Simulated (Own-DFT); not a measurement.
Simulation results for Si47N64 (beta silicon nitride with one vacancy, atoms displaced)

All values are calculated (Own-DFT development build). A calculation, not a measurement: plane-wave PBE density functional theory by an unreviewed code, no spin, of a simulated periodic cell, stress positive in tension, free energy of the whole cell less one offset for each atom, defect cell not probed for a lower state with spin; forces on such cells moved up to 12 meV/angstrom on a denser k mesh; offsets are fitted by least squares, one for each functional and potential file, so energies compare only between cells with the same atoms and settings and are not formation energies; the far tail of each file's local potential was reset to the Coulomb form; each entry is a single point on an unrelaxed cell, so the pressure reflects the starting lattice, mostly measured values (interpolated for alloys), from which strain is counted, and rises with the displacements; printed positions are rounded, which can move forces by about a meV/angstrom; the program, named Own-DFT, is a retired in-house code; no spin-orbit coupling; before rounding, a Quantum ESPRESSO 7.3.1 run of the same cell and cutoff gave forces within 1 meV/angstrom rms on each cell, which checks the program and not the settings.

Common to all runs: functional PBE; potential files PseudoDojo norm-conserving, scalar-relativistic, standard set; wave cutoff 42 hartree; occupations Fermi-Dirac; smearing width 0.1 eV; k mesh 2 x 2 x 4 centred on Gamma.

```yaml
- entry: 1
  formula: Si47N64
  kind: "beta silicon nitride with one vacancy, atoms displaced"
  structure:
    cell_angstrom: [[15.212, 0.0, 0.0], [-7.606, 13.174, 0.0], [0.0, 0.0, 5.818]]
    atoms_fractional:
      - [Si, 0.07786, 0.37879, 0.12063]
      - [Si, 0.11627, 0.20173, 0.11856]
      - [Si, 0.29956, 0.41271, 0.11291]
      - [Si, 0.4127, 0.10571, 0.37571]
      - [Si, 0.38262, 0.29823, 0.38609]
      - [Si, 0.20369, 0.08539, 0.38817]
      - ["N", 0.16874, 0.01271, 0.1378]
      - ["N", 0.4831, 0.14991, 0.14123]
      - ["N", 0.35229, 0.3318, 0.1265]
      - ["N", 0.32756, 0.47777, 0.37408]
      - ["N", 0.01977, 0.34998, 0.38984]
      - ["N", 0.14808, 0.1612, 0.37509]
      - ["N", 0.16718, 0.32894, 0.1269]
      - ["N", 0.3305, 0.16526, 0.39574]
      - [Si, 0.09634, 0.3853, 0.63206]
      - [Si, 0.11885, 0.19687, 0.64118]
      - [Si, 0.30348, 0.42287, 0.62674]
      - [Si, 0.40885, 0.10812, 0.87274]
      - [Si, 0.37578, 0.29049, 0.88726]
      - [Si, 0.19764, 0.08637, 0.87028]
      - ["N", 0.18148, 0.02125, 0.62484]
      - ["N", 0.47965, 0.1407, 0.61657]
      - ["N", 0.35009, 0.33179, 0.62224]
      - ["N", 0.33781, 0.48471, 0.87503]
      - ["N", 0.00467, 0.3452, 0.87179]
      - ["N", 0.14683, 0.17554, 0.87537]
      - ["N", 0.15857, 0.33369, 0.65162]
      - ["N", 0.3228, 0.17283, 0.87319]
      - [Si, 0.09615, 0.89392, 0.13996]
      - [Si, 0.11628, 0.68931, 0.14032]
      - [Si, 0.30123, 0.90989, 0.14122]
      - [Si, 0.40263, 0.60583, 0.38372]
      - [Si, 0.38793, 0.80331, 0.38505]
      - ["N", 0.17893, 0.52552, 0.11686]
      - ["N", 0.4856, 0.65189, 0.13491]
      - ["N", 0.35936, 0.8463, 0.12796]
      - ["N", 0.33173, 0.98213, 0.38023]
      - ["N", 0.02459, 0.85644, 0.38982]
      - ["N", 0.15282, 0.66237, 0.37736]
      - ["N", 0.16171, 0.83061, 0.11865]
      - ["N", 0.33296, 0.66865, 0.39299]
      - [Si, 0.07731, 0.87071, 0.63161]
      - [Si, 0.11486, 0.69594, 0.63237]
      - [Si, 0.29793, 0.9211, 0.6221]
      - [Si, 0.4216, 0.62423, 0.87532]
      - [Si, 0.38083, 0.79563, 0.86167]
      - [Si, 0.1941, 0.58055, 0.87442]
      - ["N", 0.16987, 0.51463, 0.65163]
      - ["N", 0.48214, 0.65385, 0.64954]
      - ["N", 0.35054, 0.83167, 0.62977]
      - ["N", 0.33268, 0.97305, 0.88403]
      - ["N", 0.01282, 0.84893, 0.86781]
      - ["N", 0.15251, 0.66975, 0.88869]
      - ["N", 0.16477, 0.83195, 0.6197]
      - ["N", 0.32601, 0.65648, 0.85277]
      - [Si, 0.58716, 0.38543, 0.09019]
      - [Si, 0.59924, 0.19173, 0.14766]
      - [Si, 0.79647, 0.41323, 0.14331]
      - [Si, 0.91633, 0.11563, 0.34185]
      - [Si, 0.88146, 0.30091, 0.39192]
      - [Si, 0.69661, 0.0807, 0.3802]
      - ["N", 0.66732, 0.00556, 0.12281]
      - ["N", 0.98646, 0.15598, 0.11693]
      - ["N", 0.85343, 0.34073, 0.11298]
      - ["N", 0.83717, 0.49163, 0.39574]
      - ["N", 0.50434, 0.35033, 0.35289]
      - ["N", 0.65331, 0.17554, 0.35498]
      - ["N", 0.6672, 0.3337, 0.11801]
      - ["N", 0.82709, 0.16385, 0.37332]
      - [Si, 0.59042, 0.38685, 0.62527]
      - [Si, 0.6155, 0.20042, 0.60089]
      - [Si, 0.79548, 0.41827, 0.61246]
      - [Si, 0.91721, 0.11718, 0.8537]
      - [Si, 0.88981, 0.29696, 0.86332]
      - [Si, 0.70301, 0.08707, 0.87558]
      - ["N", 0.6695, 0.02661, 0.60679]
      - ["N", 0.99082, 0.1535, 0.64778]
      - ["N", 0.85382, 0.33808, 0.62515]
      - ["N", 0.82466, 0.48154, 0.86586]
      - ["N", 0.51384, 0.34906, 0.8917]
      - ["N", 0.65179, 0.17097, 0.8698]
      - ["N", 0.6654, 0.3448, 0.62298]
      - ["N", 0.82862, 0.17134, 0.85308]
      - [Si, 0.5879, 0.89251, 0.12919]
      - [Si, 0.61207, 0.70317, 0.14237]
      - [Si, 0.79452, 0.91412, 0.13766]
      - [Si, 0.91188, 0.61248, 0.39969]
      - [Si, 0.88555, 0.79506, 0.37552]
      - [Si, 0.70357, 0.59027, 0.38123]
      - ["N", 0.66664, 0.51706, 0.13854]
      - ["N", 0.97937, 0.64618, 0.13799]
      - ["N", 0.84925, 0.83196, 0.10359]
      - ["N", 0.83281, 0.99036, 0.39711]
      - ["N", 0.51896, 0.85929, 0.35217]
      - ["N", 0.64482, 0.6524, 0.36834]
      - ["N", 0.662, 0.84255, 0.12506]
      - ["N", 0.83779, 0.67258, 0.3554]
      - [Si, 0.5926, 0.88044, 0.61624]
      - [Si, 0.61512, 0.70218, 0.62009]
      - [Si, 0.80628, 0.91319, 0.62362]
      - [Si, 0.91212, 0.61691, 0.87133]
      - [Si, 0.88074, 0.79746, 0.87002]
      - [Si, 0.70586, 0.58924, 0.87439]
      - ["N", 0.66124, 0.50496, 0.62106]
      - ["N", 0.97744, 0.64311, 0.60206]
      - ["N", 0.8447, 0.82795, 0.62427]
      - ["N", 0.8269, 0.9834, 0.88939]
      - ["N", 0.51265, 0.84951, 0.87956]
      - ["N", 0.64622, 0.67434, 0.8787]
      - ["N", 0.66444, 0.82717, 0.606]
      - ["N", 0.83394, 0.66281, 0.88931]
  results:
    "free_energy_of_cell_above_offsets [eV]": "21.527"
    "pressure [GPa]": 12.89
    "stress_xx [GPa]": -11.03
    "stress_yy [GPa]": -10.36
    "stress_zz [GPa]": -17.28
    "stress_yz [GPa]": 1.9
    "stress_xz [GPa]": -0.63
    "stress_xy [GPa]": -1.1
    force_element: [Si, Si, Si, Si, Si, Si, "N", "N", "N", "N", "N", "N", "N", "N", Si, Si, Si, Si, Si, Si, "N", "N", "N", "N", "N", "N", "N", "N", Si, Si, Si, Si, Si, "N", "N", "N", "N", "N", "N", "N", "N", Si, Si, Si, Si, Si, Si, "N", "N", "N", "N", "N", "N", "N", "N", Si, Si, Si, Si, Si, Si, "N", "N", "N", "N", "N", "N", "N", "N", Si, Si, Si, Si, Si, Si, "N", "N", "N", "N", "N", "N", "N", "N", Si, Si, Si, Si, Si, Si, "N", "N", "N", "N", "N", "N", "N", "N", Si, Si, Si, Si, Si, Si, "N", "N", "N", "N", "N", "N", "N", "N"]
    "force_x [eV/angstrom]": [2.452, -1.207, -0.577, -5.044, 0.373, 0.205, -0.528, -5.021, -3.4, 0.889, -1.967, -0.658, -1.321, 2.373, -8.079, -4.817, -0.825, -1.527, 1.676, 0.296, -1.68, 1.655, -3.045, 0.836, 8.215, 7.427, 10.54, 4.352, -0.708, -4.418, -4.554, -0.664, 0.675, -0.651, -1.642, 2.77, 0.419, -5.016, 0.103, 2.576, 1.106, 4.269, 0.203, -0.154, -4.48, 1.881, -0.082, -0.234, 3.954, -3.598, -0.149, -1.144, 0.773, 1.174, 0.964, 3.551, 4.42, -0.123, -3.605, 2.933, 1.298, 0.02, 0.974, 0.888, -0.658, 5.657, 4.487, -1.388, 1.78, -7.332, -1.25, 0.935, -5.507, -8.2, -1.114, -0.473, 1.605, -3.437, 0.941, -4.32, -0.899, 5.448, 3.337, -1.369, 0.375, -0.544, -5.164, 0.849, 4.022, 0.041, 1.432, -2.446, 1.432, -1.756, -4.625, 4.701, -0.507, -3.799, -0.701, -3.737, 1.861, 3.311, -1.69, -0.108, 7.069, 0.472, 1.358, 1.197, 3.445, 2.311, -2.368]
    "force_y [eV/angstrom]": [2.539, 1.635, -1.995, 3.108, -2.465, 2.097, 5.283, -3.087, 1.631, 1.678, -0.677, -0.197, 1.875, -0.342, 3.858, 4.706, -5.246, 0.945, 5.954, 0.317, -4.396, 0.744, 2.122, 2.431, 3.428, -5.569, -3.798, -6.958, -6.385, 2.442, -1.733, 2.927, -2.418, -5.462, -1.255, -2.965, 0.571, -1.516, 0.077, -0.022, 0.905, 3.375, 0.837, -5.924, -3.432, -1.538, 4.711, -3.797, 0.953, 3.179, 4.697, 0.23, -1.253, -0.543, 3.603, 2.182, 6.796, 0.385, 1.614, -1.437, 5.476, 10.26, -0.457, -0.423, -2.828, 2.106, -3.438, -1.302, 1.123, -4.291, 2.534, -3.233, -1.358, -0.8, 1.098, -7.748, -0.148, 1.738, 1.959, -2.738, -1.58, -6.107, -2.858, -6.217, 2.02, -1.113, 0.943, 2.202, -3.336, -0.076, -0.051, 2.196, -1.424, -1.14, 3.871, -3.768, -3.114, 1.55, -1.748, 0.054, -2.499, -2.37, -1.517, 9.233, 4.52, 0.338, 1.039, 0.584, -2.191, 2.719, 2.889]
    "force_z [eV/angstrom]": [1.191, 4.256, 1.321, 0.762, -2.21, -2.275, -2.042, -3.185, 1.09, -1.454, -1.418, 0.35, 0.052, -1.251, -0.579, -8.287, 1.028, 0.489, -2.135, 1.63, 2.812, 2.146, 3.165, 0.504, 0.484, 4.178, -0.523, 0.574, -1.637, 0.117, -1.866, -0.176, -2.216, 2.924, 1.142, -0.031, -1.536, -4.114, 3.105, 0.689, -0.329, 1.621, -2.328, 2.471, 5.583, 3.898, 0.217, -3.026, -8.067, -2.058, -0.031, 3.266, -2.484, 0.486, 0.892, 10.19, -8.71, -3.309, 6.1, -5.193, -8.253, -0.452, -2.234, 2.485, -4.557, 1.67, 4.203, 0.816, -0.857, -1.735, 5.151, 4.994, 5.028, 1.679, -0.241, 8.435, -7.377, 1.145, 2.212, -8.82, 0.574, -0.989, 0.829, -4.097, -2.168, -0.604, -11.94, -1.824, -0.532, -2.801, -1.593, 5.529, -2.725, 6.235, 1.986, 0.676, 1.882, 0.46, 0.583, 2.521, 1.765, -0.267, 1.152, 0.996, 12.2, -1.638, -2.323, -2.036, 0.197, -0.015, -1.583]
- entry: 2
  formula: Si47N64
  kind: "beta silicon nitride with one vacancy, atoms displaced"
  structure:
    cell_angstrom: [[15.212, 0.0, 0.0], [-7.606, 13.174, 0.0], [0.0, 0.0, 5.818]]
    atoms_fractional:
      - [Si, 0.07954, 0.38272, 0.13498]
      - [Si, 0.12641, 0.20468, 0.1027]
      - [Si, 0.30794, 0.4264, 0.12527]
      - [Si, 0.40979, 0.12168, 0.3945]
      - [Si, 0.39077, 0.30191, 0.36164]
      - [Si, 0.19533, 0.07966, 0.37439]
      - ["N", 0.16266, 0.02002, 0.14259]
      - ["N", 0.46896, 0.15165, 0.13558]
      - ["N", 0.34554, 0.33705, 0.134]
      - ["N", 0.33176, 0.48351, 0.36681]
      - ["N", 0.01602, 0.34902, 0.39266]
      - ["N", 0.13894, 0.1716, 0.36774]
      - ["N", 0.17102, 0.33401, 0.12401]
      - ["N", 0.33325, 0.16017, 0.38967]
      - [Si, 0.0921, 0.3729, 0.63542]
      - [Si, 0.1099, 0.20159, 0.61805]
      - [Si, 0.29267, 0.41148, 0.62685]
      - [Si, 0.40484, 0.11454, 0.87179]
      - [Si, 0.39398, 0.30385, 0.87131]
      - [Si, 0.19406, 0.08754, 0.8856]
      - ["N", 0.1696, 0.00871, 0.63169]
      - ["N", 0.48887, 0.15057, 0.62334]
      - ["N", 0.34485, 0.33348, 0.61722]
      - ["N", 0.33563, 0.48308, 0.86824]
      - ["N", 0.02432, 0.35119, 0.87525]
      - ["N", 0.15239, 0.15981, 0.89369]
      - ["N", 0.1676, 0.33634, 0.60937]
      - ["N", 0.34004, 0.17057, 0.88417]
      - [Si, 0.08562, 0.88567, 0.10065]
      - [Si, 0.11656, 0.7047, 0.12149]
      - [Si, 0.31108, 0.91482, 0.11757]
      - [Si, 0.41984, 0.61872, 0.37635]
      - [Si, 0.38422, 0.79958, 0.37601]
      - [Si, 0.20491, 0.5991, 0.38723]
      - ["N", 0.1646, 0.51391, 0.12604]
      - ["N", 0.4871, 0.64971, 0.10906]
      - ["N", 0.35991, 0.8467, 0.1026]
      - ["N", 0.33561, 0.97815, 0.37336]
      - ["N", 0.00775, 0.8415, 0.36813]
      - ["N", 0.15369, 0.67071, 0.38893]
      - ["N", 0.15862, 0.83209, 0.1258]
      - ["N", 0.3456, 0.67484, 0.39441]
      - [Si, 0.08139, 0.88246, 0.61834]
      - [Si, 0.12003, 0.70137, 0.61021]
      - [Si, 0.29724, 0.92156, 0.61531]
      - [Si, 0.38386, 0.80566, 0.87841]
      - [Si, 0.21174, 0.59802, 0.88219]
      - ["N", 0.16016, 0.51293, 0.63089]
      - ["N", 0.48894, 0.65012, 0.64137]
      - ["N", 0.35101, 0.82995, 0.60325]
      - ["N", 0.33437, 0.99041, 0.87243]
      - ["N", 0.01869, 0.85083, 0.8697]
      - ["N", 0.152, 0.67232, 0.8868]
      - ["N", 0.17333, 0.82541, 0.59235]
      - ["N", 0.3375, 0.66835, 0.87162]
      - [Si, 0.58916, 0.38414, 0.12463]
      - [Si, 0.61818, 0.20981, 0.14979]
      - [Si, 0.80798, 0.40967, 0.12623]
      - [Si, 0.92001, 0.1142, 0.3791]
      - [Si, 0.88661, 0.3048, 0.36564]
      - [Si, 0.70357, 0.08631, 0.36568]
      - ["N", 0.6645, 0.01022, 0.13843]
      - ["N", 0.984, 0.14394, 0.12795]
      - ["N", 0.85424, 0.33934, 0.1]
      - ["N", 0.84191, 0.49075, 0.38187]
      - ["N", 0.5162, 0.34035, 0.36458]
      - ["N", 0.6516, 0.17729, 0.35352]
      - ["N", 0.67378, 0.3343, 0.13237]
      - ["N", 0.82773, 0.16705, 0.38116]
      - [Si, 0.58738, 0.39047, 0.63914]
      - [Si, 0.61317, 0.1914, 0.6159]
      - [Si, 0.79773, 0.42246, 0.61382]
      - [Si, 0.91925, 0.11981, 0.87525]
      - [Si, 0.88809, 0.30671, 0.88073]
      - [Si, 0.69427, 0.08894, 0.87621]
      - ["N", 0.66282, 0.0147, 0.61549]
      - ["N", 0.98563, 0.14838, 0.6444]
      - ["N", 0.84706, 0.33488, 0.64118]
      - ["N", 0.8341, 0.48427, 0.86007]
      - ["N", 0.52389, 0.36051, 0.85404]
      - ["N", 0.65578, 0.17087, 0.87315]
      - ["N", 0.67072, 0.32964, 0.63809]
      - ["N", 0.83982, 0.17069, 0.86751]
      - [Si, 0.59389, 0.88829, 0.10308]
      - [Si, 0.62464, 0.71092, 0.10607]
      - [Si, 0.78923, 0.90249, 0.11305]
      - [Si, 0.91673, 0.6209, 0.38998]
      - [Si, 0.88373, 0.79777, 0.37802]
      - [Si, 0.70195, 0.59365, 0.35022]
      - ["N", 0.67288, 0.52513, 0.11454]
      - ["N", 0.99367, 0.66144, 0.12948]
      - ["N", 0.85642, 0.83253, 0.1104]
      - ["N", 0.83275, 0.99053, 0.36093]
      - ["N", 0.51702, 0.84639, 0.3506]
      - ["N", 0.64991, 0.66685, 0.38503]
      - ["N", 0.6658, 0.83109, 0.12845]
      - ["N", 0.83754, 0.66334, 0.37301]
      - [Si, 0.58749, 0.88417, 0.64343]
      - [Si, 0.6097, 0.69921, 0.61384]
      - [Si, 0.7979, 0.91463, 0.64039]
      - [Si, 0.91499, 0.6121, 0.86559]
      - [Si, 0.88125, 0.79838, 0.84985]
      - [Si, 0.70638, 0.58258, 0.87013]
      - ["N", 0.66953, 0.51823, 0.63867]
      - ["N", 0.99246, 0.65333, 0.62784]
      - ["N", 0.84626, 0.83521, 0.62793]
      - ["N", 0.852, 0.99952, 0.86286]
      - ["N", 0.53199, 0.85065, 0.88274]
      - ["N", 0.6537, 0.66146, 0.85253]
      - ["N", 0.66812, 0.82694, 0.61258]
      - ["N", 0.82442, 0.65455, 0.87439]
  results:
    "free_energy_of_cell_above_offsets [eV]": "23.054"
    "pressure [GPa]": 12.67
    "stress_xx [GPa]": -13.63
    "stress_yy [GPa]": -9.66
    "stress_zz [GPa]": -14.71
    "stress_yz [GPa]": -1.68
    "stress_xz [GPa]": 3.08
    "stress_xy [GPa]": 3.39
    force_element: [Si, Si, Si, Si, Si, Si, "N", "N", "N", "N", "N", "N", "N", "N", Si, Si, Si, Si, Si, Si, "N", "N", "N", "N", "N", "N", "N", "N", Si, Si, Si, Si, Si, Si, "N", "N", "N", "N", "N", "N", "N", "N", Si, Si, Si, Si, Si, "N", "N", "N", "N", "N", "N", "N", "N", Si, Si, Si, Si, Si, Si, "N", "N", "N", "N", "N", "N", "N", "N", Si, Si, Si, Si, Si, Si, "N", "N", "N", "N", "N", "N", "N", "N", Si, Si, Si, Si, Si, Si, "N", "N", "N", "N", "N", "N", "N", "N", Si, Si, Si, Si, Si, Si, "N", "N", "N", "N", "N", "N", "N", "N"]
    "force_x [eV/angstrom]": [4.613, -6.578, -1.841, 5.223, -2.382, 0.721, -0.382, 4.933, 3.445, 0.287, -1.195, 5.115, -1.122, -8.131, -7.808, 2.27, 2.283, 4.517, -3.43, 8.859, -1.398, -1.809, 2.763, -0.433, -3.465, -3.977, 5.474, -5.673, 1.377, -0.232, -8.397, 0.568, 5.181, 4.524, -0.61, 0.972, 2.299, 0.231, 2.15, 1.573, 3.877, -3.437, 3.355, -2.46, 0.669, 5.253, -0.825, 0.374, -3.25, -3.214, 0.291, -3.679, 1.932, -3.573, -0.051, 1.98, -7.104, -7.401, -2.789, 0.417, -0.593, -0.325, 2.118, 2.182, 0.741, 0.187, 7.784, -1.35, 2.663, 7.074, -0.48, 0.4, -3.222, 5.311, 5.363, -0.754, 1.071, -0.182, 0.898, -4.515, -2.538, -2.599, -2.282, 0.755, -1.293, 3.532, 2.267, -0.719, 2.416, -0.915, -3.49, -2.79, 0.603, -0.278, 1.378, 0.351, -4.323, 2.468, 1.789, -1.753, -0.786, 3.187, -4.024, -0.493, -1.121, 0.399, -1.549, -7.733, -0.937, -1.04, 6.265]
    "force_y [eV/angstrom]": [1.524, 3.69, -2.63, -3.635, -2.111, 5.211, -4.037, 1.446, -1.336, 3.067, -0.631, -3.701, 0.724, 3.036, 6.447, 1.892, 2.739, 1.936, -0.779, -3.48, 1.935, -1.246, -0.886, -0.116, -1.682, 2.705, -5.315, 1.254, -0.12, 1.643, 3.0, -0.739, -0.166, -5.409, 2.391, 0.438, -1.905, 4.186, 2.615, -0.908, 2.217, -1.949, -1.948, 1.369, -4.252, -5.273, -3.97, 1.734, -1.528, 3.745, -3.353, -1.305, -1.253, 4.269, 3.296, 1.545, 0.085, 5.551, 0.812, -2.657, 0.682, 3.545, 2.063, -1.005, -0.666, 1.832, -6.107, 2.958, 2.287, 0.67, 4.593, -5.184, 2.583, -4.415, -1.135, 0.797, 0.991, 1.441, 0.649, -2.853, 0.206, 0.816, 0.184, -1.429, -6.281, 5.182, 0.125, -2.11, -0.284, -5.967, -3.459, 1.063, -3.969, 0.812, -0.007, 2.365, 2.226, -0.643, 0.254, 1.509, 1.74, -3.997, 1.986, -2.6, -0.541, 0.478, -8.652, -2.959, 1.5, 3.863, 6.679]
    "force_z [eV/angstrom]": [0.024, 5.97, -3.02, -2.218, 2.121, 5.17, -5.402, -1.298, -2.225, 3.998, -1.434, 1.529, -0.593, -0.083, -0.315, 0.822, -0.551, 1.294, -0.032, -1.231, 0.199, 1.461, 0.32, -0.356, 1.106, -7.262, 0.138, -0.587, 5.256, 1.684, 0.676, 0.538, -4.096, -0.442, 1.309, 1.849, 4.61, -2.09, 0.226, -6.673, -0.668, -1.083, -1.846, 7.143, 1.93, -5.923, -0.187, -0.106, -2.494, 6.19, -0.607, -2.675, -2.744, 1.529, 0.57, -0.753, -10.96, -0.74, -0.674, 3.84, 1.521, -3.316, -0.708, 6.81, -3.695, 1.455, 8.629, -0.309, -0.631, -8.72, 1.851, 1.981, 3.933, -6.647, -0.213, 1.654, -4.099, -4.025, 3.731, 8.847, 1.487, -0.834, 0.788, 8.187, -0.184, 1.214, -2.856, -1.543, 4.452, 2.378, -0.228, 1.116, 1.344, 2.357, -4.744, -0.608, 0.283, -7.668, 2.677, -3.426, 2.682, 4.39, -0.557, -6.277, 0.129, -3.268, 1.0, -3.207, 2.264, 1.188, -0.716]
```
